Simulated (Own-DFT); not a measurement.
Simulation results for Si3N4 (beta silicon nitride, atoms displaced)

All values are calculated (Own-DFT development build). A calculation, not a measurement: plane-wave PBE density functional theory by an unreviewed code, no spin, of a simulated periodic cell, stress positive in tension, free energy of the whole cell less one offset for each atom, forces on such cells passed a denser k mesh, this cell's mesh not checked; offsets are fitted by least squares, one for each functional and potential file, so energies compare only between cells with the same atoms and settings and are not formation energies; the far tail of each file's local potential was reset to the Coulomb form; each entry is a single point on an unrelaxed cell, so the pressure reflects the starting lattice, mostly measured values (interpolated for alloys), from which strain is counted, and rises with the displacements; printed positions are rounded, which can move forces by about a meV/angstrom; the program, named Own-DFT, is a retired in-house code; no spin-orbit coupling.

Settings shared by all entries: functional PBE; potential files PseudoDojo norm-conserving, scalar-relativistic, standard set; wave cutoff 42 hartree; occupations Fermi-Dirac; smearing width 0.1 eV; k mesh 3 x 3 x 3 centred on Gamma.

(1) Si3N4 (beta silicon nitride, atoms displaced)

```
cell vectors (Å)
   7.6060     0.0000     0.0000
  -3.8030     6.5870     0.0000
   0.0000     0.0000     8.7270
atoms (fractions of the cell vectors)
Si  0.17136  0.76615  0.08404
Si  0.23190  0.40348  0.08289
Si  0.59888  0.83033  0.08138
Si  0.82596  0.23625  0.25261
Si  0.76432  0.59596  0.25253
Si  0.40683  0.16854  0.24734
N   0.33338  0.03133  0.08561
N   0.96795  0.29695  0.07978
N   0.69783  0.66452  0.08509
N   0.67308  0.97512  0.25184
N   0.03298  0.70246  0.24798
N   0.30182  0.33232  0.24875
N   0.33178  0.67103  0.08242
N   0.67071  0.33401  0.25073
Si  0.17188  0.77043  0.41814
Si  0.23754  0.40551  0.41875
Si  0.59490  0.82795  0.41781
Si  0.83014  0.23270  0.58515
Si  0.77353  0.59718  0.58651
Si  0.40876  0.18149  0.58497
N   0.33407  0.03099  0.41553
N   0.96805  0.30129  0.41505
N   0.70111  0.66797  0.41227
N   0.66546  0.96926  0.58070
N   0.03521  0.70428  0.58457
N   0.30018  0.33170  0.58202
N   0.34049  0.67062  0.41462
N   0.66764  0.33420  0.58273
Si  0.17489  0.77295  0.75143
Si  0.23054  0.40427  0.75297
Si  0.59657  0.82777  0.74897
Si  0.83213  0.23026  0.91808
Si  0.76473  0.59998  0.91540
Si  0.40313  0.17005  0.91452
N   0.33609  0.03665  0.74739
N   0.96948  0.30058  0.75006
N   0.70024  0.66487  0.75004
N   0.66237  0.96384  0.91632
N   0.03303  0.70032  0.91963
N   0.29968  0.33048  0.91750
N   0.33945  0.67270  0.74982
N   0.67377  0.33976  0.91263
```

It finds free energy of cell above offsets -7.017 eV; pressure 5.69 GPa; stress xx -4.15 GPa; stress yy -3.3 GPa; stress zz -9.62 GPa; stress yz -0.53 GPa; stress xz -0.53 GPa; stress xy -0.19 GPa.

Force:
```tsv
element	x (eV/Å)	y (eV/Å)	z (eV/Å)
Si	0.72	0.669	0.114
Si	-0.728	1.342	0.524
Si	-0.924	-1.209	1.717
Si	0.61	-0.441	-1.055
Si	2.052	-1.088	-1.304
Si	-0.053	1.702	1.044
N	-0.269	-0.735	-1.635
N	0.953	0.298	1.527
N	-1.129	1.151	-0.504
N	0.19	-0.631	-0.634
N	-1.181	-0.464	1.124
N	0.707	-0.698	0.323
N	1.46	-0.987	0.01
N	-1.477	0.445	-0.088
Si	1.668	-0.073	-1.052
Si	-1.544	0.977	-1.528
Si	0.408	-0.166	-1.114
Si	-1.2	-0.185	-1.059
Si	-0.067	-0.877	-1.539
Si	0.763	-0.696	-1.381
N	-0.397	0.288	0.808
N	1.511	0.645	1.129
N	-0.816	0.884	2.652
N	0.761	0.772	1.197
N	-0.757	-0.245	0.283
N	0.028	-0.153	1.331
N	-1.502	-1.036	0.301
N	0.541	0.537	0.097
Si	1.142	-0.146	0.379
Si	0	1.368	-0.73
Si	-0.11	-0.495	-0.452
Si	-2.412	-0.02	-0.648
Si	2.27	-1.535	1.203
Si	1.326	1.626	1.033
N	-0.484	-1.161	0.329
N	0.854	-0.046	0.126
N	-1.485	1.554	-0.586
N	0.796	1.847	-0.608
N	-1.208	0.142	-1.199
N	0.453	-0.506	-0.358
N	-0.9	-1.343	-0.026
N	-0.571	-1.31	0.253
```

(2) Si3N4 (beta silicon nitride, atoms displaced)

```
cell vectors (Å)
   7.6060     0.0000     0.0000
  -3.8030     6.5870     0.0000
   0.0000     0.0000     8.7270
atoms (fractions of the cell vectors)
Si  0.17336  0.76789  0.08007
Si  0.22397  0.39992  0.08463
Si  0.59522  0.82110  0.08265
Si  0.82381  0.22834  0.25125
Si  0.76663  0.59710  0.25131
Si  0.40286  0.17448  0.24444
N   0.33529  0.03934  0.08638
N   0.97106  0.29757  0.08379
N   0.69113  0.66059  0.08090
N   0.66823  0.97169  0.25161
N   0.03141  0.69812  0.24642
N   0.30426  0.33578  0.25159
N   0.33265  0.66526  0.08238
N   0.66561  0.33020  0.25156
Si  0.17269  0.76862  0.41837
Si  0.23319  0.40181  0.41598
Si  0.59928  0.82689  0.41755
Si  0.82680  0.23501  0.58809
Si  0.76760  0.59535  0.58319
Si  0.40596  0.17598  0.58310
N   0.33669  0.03105  0.41703
N   0.97295  0.31061  0.41507
N   0.70138  0.66748  0.41846
N   0.66908  0.96856  0.57936
N   0.02853  0.70140  0.58305
N   0.29916  0.33114  0.58909
N   0.33084  0.66350  0.41446
N   0.67098  0.33613  0.58416
Si  0.17346  0.78040  0.74353
Si  0.23306  0.40301  0.74973
Si  0.60012  0.82916  0.75117
Si  0.82692  0.23202  0.91318
Si  0.77280  0.59736  0.91769
Si  0.40785  0.17668  0.91466
N   0.33063  0.03275  0.74883
N   0.96932  0.30153  0.75001
N   0.70251  0.66797  0.75061
N   0.66239  0.96675  0.91566
N   0.03070  0.70074  0.91964
N   0.30396  0.33247  0.91776
N   0.33845  0.66994  0.75114
N   0.66803  0.33565  0.91644
```

It finds free energy of cell above offsets -7.033 eV; pressure 5.66 GPa; stress xx -5.16 GPa; stress yy -4.32 GPa; stress zz -7.5 GPa; stress yz -1.57 GPa; stress xz 0.16 GPa; stress xy 0.07 GPa.

Force:
```tsv
element	x (eV/Å)	y (eV/Å)	z (eV/Å)
Si	1.226	0.8	1.179
Si	1.275	1.569	-0.28
Si	-1.471	0.448	0.351
Si	-0.217	1.076	-0.017
Si	1.337	-1.507	-0.727
Si	1.043	0.949	2.578
N	-0.333	-2.492	-2.467
N	-1.3	-0.861	-0.426
N	0.435	0.526	0.803
N	0.626	-1.279	-0.685
N	-0.885	0.272	0.756
N	0.268	-0.717	-0.555
N	-0.048	-0.041	0.027
N	-0.424	0.979	-0.156
Si	1.035	-0.23	-1.265
Si	-1.149	1.255	0.793
Si	-1.633	-0.863	-0.643
Si	0.214	-0.47	-2.181
Si	0.468	-0.612	0.537
Si	0.748	0.394	-0.537
N	-0.758	0.076	-0.213
N	0.026	-0.884	0.919
N	-0.699	0.617	-0.357
N	0.474	1.099	1.52
N	-0.264	0.178	-0.275
N	0.826	-0.746	-1.918
N	0.789	0.585	0.3
N	-1.066	-0.296	0.138
Si	1.959	-2.377	1.91
Si	-0.927	1.969	1.328
Si	-0.769	-1.18	-0.96
Si	-0.643	-0.234	1.419
Si	-0.252	-0.926	-0.32
Si	0.275	0.26	0.843
N	-0.066	0.786	0.117
N	0.878	0.096	0.259
N	-0.418	0.727	0.014
N	0.71	1.242	0.575
N	0.033	0.552	-1.79
N	-0.545	-0.268	-0.117
N	-1.291	-0.239	-0.311
N	0.511	-0.232	-0.166
```

(3) Si3N4 (beta silicon nitride, atoms displaced)

```
cell vectors (Å)
   7.6060     0.0000     0.0000
  -3.8030     6.5870     0.0000
   0.0000     0.0000     8.7270
atoms (fractions of the cell vectors)
Si  0.17028  0.76712  0.08711
Si  0.23240  0.40462  0.08548
Si  0.59457  0.82223  0.08550
Si  0.83026  0.23433  0.25197
Si  0.77003  0.59416  0.24770
Si  0.40876  0.18045  0.24714
N   0.32809  0.02716  0.08375
N   0.96556  0.30017  0.08251
N   0.69997  0.66686  0.07945
N   0.66579  0.96794  0.24941
N   0.03329  0.69730  0.25030
N   0.30331  0.32973  0.24671
N   0.33476  0.66420  0.08695
N   0.66220  0.32853  0.25041
Si  0.17402  0.76786  0.41910
Si  0.23441  0.40871  0.41885
Si  0.59839  0.82699  0.41564
Si  0.83263  0.22731  0.58185
Si  0.77225  0.60017  0.58422
Si  0.40671  0.17345  0.57849
N   0.33065  0.03285  0.41911
N   0.96955  0.30058  0.41548
N   0.69796  0.66765  0.41671
N   0.66783  0.97152  0.58499
N   0.03343  0.70414  0.58160
N   0.30001  0.33058  0.58655
N   0.33378  0.66419  0.41564
N   0.66617  0.33340  0.58248
Si  0.17287  0.77477  0.74798
Si  0.23065  0.40489  0.75179
Si  0.59706  0.82974  0.75282
Si  0.82733  0.22916  0.91800
Si  0.77353  0.59311  0.91782
Si  0.40256  0.17399  0.92036
N   0.32698  0.03109  0.74876
N   0.96761  0.30200  0.74829
N   0.69693  0.66734  0.75070
N   0.66757  0.96997  0.91255
N   0.03242  0.69356  0.91617
N   0.29841  0.32774  0.91793
N   0.32980  0.66270  0.74932
N   0.66670  0.33408  0.91463
```

The calculation gives: free energy of cell above offsets -7.282 eV; pressure 5.55 GPa; stress xx -4.15 GPa; stress yy -5.63 GPa; stress zz -6.87 GPa; stress yz -0.7 GPa; stress xz 0.02 GPa; stress xy -0.33 GPa.

Force:
```tsv
element	x (eV/Å)	y (eV/Å)	z (eV/Å)
Si	1.765	-0.123	-1.411
Si	-0.636	0.269	-0.879
Si	-0.599	0.365	-1.071
Si	-1.363	-0.836	-0.818
Si	-0.182	-0.605	0.556
Si	0.202	-2.052	0.816
N	-0.141	0.266	0.31
N	1.324	0.317	0.733
N	0.141	0.383	1.023
N	0.578	0.793	0.109
N	-1.199	-0.363	0.763
N	-1.101	0.479	1.286
N	-0.688	0.282	-0.107
N	1.323	1.481	-0.133
Si	1.024	0.629	-0.71
Si	0.515	-0.63	-0.212
Si	-0.975	-0.315	0.64
Si	-2.557	0.911	0.495
Si	-0.145	-1.703	0.07
Si	0.159	1.069	1.905
N	-0.178	-0.998	-1.962
N	1.144	0.273	0.069
N	0.486	0.234	-0.575
N	0.448	-0.773	-0.692
N	-0.83	-0.332	0.362
N	-0.044	-0.25	-0.862
N	-0.201	1.044	0.098
N	1.118	0.428	-0.158
Si	1.602	-0.984	0.628
Si	-0.099	0.305	-0.09
Si	-0.852	-1.812	-1.234
Si	-1.367	0.47	-1.079
Si	-0.608	-0.37	-1.217
Si	1.028	-0.076	-1.355
N	0.001	0.578	0.37
N	0.897	-0.094	0.72
N	0.472	0.462	0.282
N	0.304	0.076	2.186
N	-0.333	0.457	0.374
N	-0.604	0.154	0.273
N	0.001	1.372	0.082
N	0.172	-0.78	0.416
```

(4) Si3N4 (beta silicon nitride, atoms displaced)

```
cell vectors (Å)
   7.6060     0.0000     0.0000
  -3.8030     6.5870     0.0000
   0.0000     0.0000     8.7270
atoms (fractions of the cell vectors)
Si  0.16970  0.76854  0.08453
Si  0.23196  0.40852  0.08355
Si  0.59492  0.82482  0.08546
Si  0.83081  0.23070  0.24653
Si  0.77000  0.59698  0.25343
Si  0.40330  0.17677  0.25108
N   0.33475  0.03768  0.08106
N   0.96956  0.30203  0.08583
N   0.70169  0.66854  0.08127
N   0.66874  0.96958  0.25231
N   0.03449  0.69737  0.24899
N   0.29833  0.33014  0.24806
N   0.33236  0.66429  0.08379
N   0.66272  0.32860  0.25108
Si  0.17309  0.76687  0.41549
Si  0.23236  0.40607  0.41975
Si  0.59355  0.82872  0.41750
Si  0.82591  0.23030  0.58655
Si  0.77044  0.59637  0.58452
Si  0.40529  0.17645  0.58639
N   0.32925  0.02472  0.42025
N   0.96342  0.30167  0.41397
N   0.70243  0.66860  0.41488
N   0.66635  0.96678  0.58304
N   0.03280  0.70118  0.58004
N   0.30385  0.33726  0.58256
N   0.33609  0.67018  0.41843
N   0.67375  0.34093  0.58269
Si  0.17192  0.76879  0.75193
Si  0.23333  0.40487  0.75032
Si  0.59594  0.82798  0.74834
Si  0.82455  0.22945  0.91111
Si  0.76823  0.59359  0.91589
Si  0.41019  0.17726  0.91672
N   0.33019  0.02670  0.75307
N   0.97381  0.30015  0.75162
N   0.70180  0.67079  0.74925
N   0.67226  0.97624  0.91476
N   0.03391  0.70314  0.91657
N   0.30617  0.33320  0.91633
N   0.33159  0.66381  0.74995
N   0.66660  0.33133  0.91608
```

## Withheld values
1. Estimate the stress zz of Si3N4 (beta silicon nitride, atoms displaced) (entry 4).
2. Give the table of force values for Si3N4 (beta silicon nitride, atoms displaced) (entry 4).

Calculated values
1. -6.82 GPa
2. 
Force:
```tsv
element	x (eV/Å)	y (eV/Å)	z (eV/Å)
Si	1.77	1.049	-0.633
Si	0.186	-0.561	-0.405
Si	-0.406	0.199	-0.631
Si	-2.217	-0.083	0.892
Si	0.692	-1.594	-1.366
Si	0.898	-0.685	0.135
N	-0.343	-1.763	0.911
N	0.491	-0.017	-2.032
N	-0.201	0.455	0.703
N	0.338	-0.069	-0.725
N	-1.357	-0.216	0.374
N	-0.389	0.162	1.068
N	-0.284	1.252	-0.049
N	0.612	1.151	-0.086
Si	0.753	0.015	0.312
Si	-1.11	0.578	-1.534
Si	0.501	-0.86	-0.402
Si	-0.298	0.4	-1.16
Si	0.363	0.302	-0.657
Si	0.987	-0.352	-0.484
N	-0.342	1.671	-0.46
N	1.829	0.338	1.336
N	-1.168	0.998	1.095
N	0.348	1.222	0.266
N	-0.546	-0.147	1.177
N	0.655	-0.946	0.53
N	-0.098	-1.019	-0.113
N	-0.783	-1.763	0.466
Si	1.05	-0.445	-1.085
Si	0.133	0.759	0.491
Si	-0.655	-0.883	0.814
Si	0.153	1.169	1.921
Si	0.41	-0.265	-0.029
Si	-0.317	-0.438	0.015
N	-0.135	1.228	-0.607
N	-0.239	-0.286	-0.767
N	-0.194	0.332	0.234
N	0.103	-2.049	0.409
N	-1.216	-0.668	0.233
N	-0.601	0.121	0.049
N	0.097	0.728	0.097
N	0.531	0.979	-0.302
```

Further results for Si3N4 (beta silicon nitride, atoms displaced) (entry 4):

| Item | Value |
| --- | --- |
| free energy of cell above offsets | -7.316 eV |
| pressure | 5.55 GPa |
| stress xx | -4.32 GPa |
| stress yy | -5.51 GPa |
| stress yz | 0.34 GPa |
| stress xz | 0.93 GPa |
| stress xy | -0.21 GPa |
